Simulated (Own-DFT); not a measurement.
# A pressure from energies alone: corundum Al2O3, 78 atoms (Al32O46), with two O vacancies

All values are computed. Each geometry was run twice at fixed positions with Own-DFT, a retired in-house plane-wave program that no person has reviewed: with PBE, and with HSE06 (exact exchange share 0.25 at short range, screening 0.11 per bohr, Gygi-Baldereschi treatment of its divergence). Both used PseudoDojo norm-conserving files made for PBE, a cutoff of 48 hartree, the Gamma point alone, fixed occupations, a neutral cell and no spin. With Gamma alone and a thickness of 7.9 Å, finite-size errors remain in every number. The oxygen file's force components were 24 meV/Å off all-electron values in a glass.

Unstrained cell vectors in Å: (5.494, 0.000, 8.660); (-2.747, 4.758, 8.660); (-2.747, -4.758, 8.660), volume V0 = 679.1 Å³, from measured lattice constants. Each geometry has its own random strain of a few per cent, its own defect sites and random moves of rms u per axis. HSE06 gave the energy alone. D is its energy less that of PBE, over the lowest D shown. The PBE stress wasn't checked against mesh or cutoff.

| run | V - V0 (Å³) | u (Å) | P with PBE (GPa) | D (eV) |
|---|---|---|---|---|
| 1 | -4.6 | 0.0308 | 9.54 | 0.463 |
| 2 | 7.3 | 0.0490 | 6.75 | 1.007 |
| 3 | -12.8 | 0.0304 | 12.40 | 0.191 |
| 4 | -13.3 | 0.0297 | 12.30 | 0.101 |
| 5 | 7.0 | 0.0470 | 5.91 | 1.029 |
| 6 | 17.6 | 0.0267 | 1.09 | 1.313 |
| 7 | -15.3 | 0.0484 | 14.38 | 0.159 |
| 8 | -7.5 | 0.0511 | 12.14 | 0.461 |
| 9 | -0.2 | 0.0299 | 7.51 | 0.638 |
| 10 | -19.0 | 0.0500 | 16.57 | 0.000 |
| 11 | -15.3 | 0.0492 | 15.22 | 0.132 |
| 12 | -1.0 | 0.0486 | 9.70 | 0.718 |
| 13 | -2.8 | 0.0296 | 8.82 | ? |

## Analysis

D = 0.59 + 0.0390 (V - V0) + 64 u² eV, with an error of 0.0006 on the volume slope, 9 on the last term and a scatter of 0.02 eV. Pressure is -dE/dV, and 1 eV/Å³ is 160.2 GPa, so HSE06 changes the pressure by -6.2 ± 0.1 GPa. With the ions held to the strained lattice, the PBE pressure falls by 251 ± 6 GPa per unit of volume strain; the shape of the strain isn't fitted, so the true error is larger, and a relaxed crystal would be softer. On that slope HSE06's volume at a given pressure is about 2.5 % smaller, or 0.8 % in lengths. At u = 0 and V0 the PBE pressure is 6.6 GPa, which puts the zero-pressure volume, against the measured cell and with the defects in, at +2.6 % for PBE and +0.2 % for HSE06, each good to a few tenths of a per cent.

## The run left out

The question: what D should run 13 give?

The fitted form gives 0.54 eV, with rows scattering by 0.02. The calculation gave 0.580 eV.
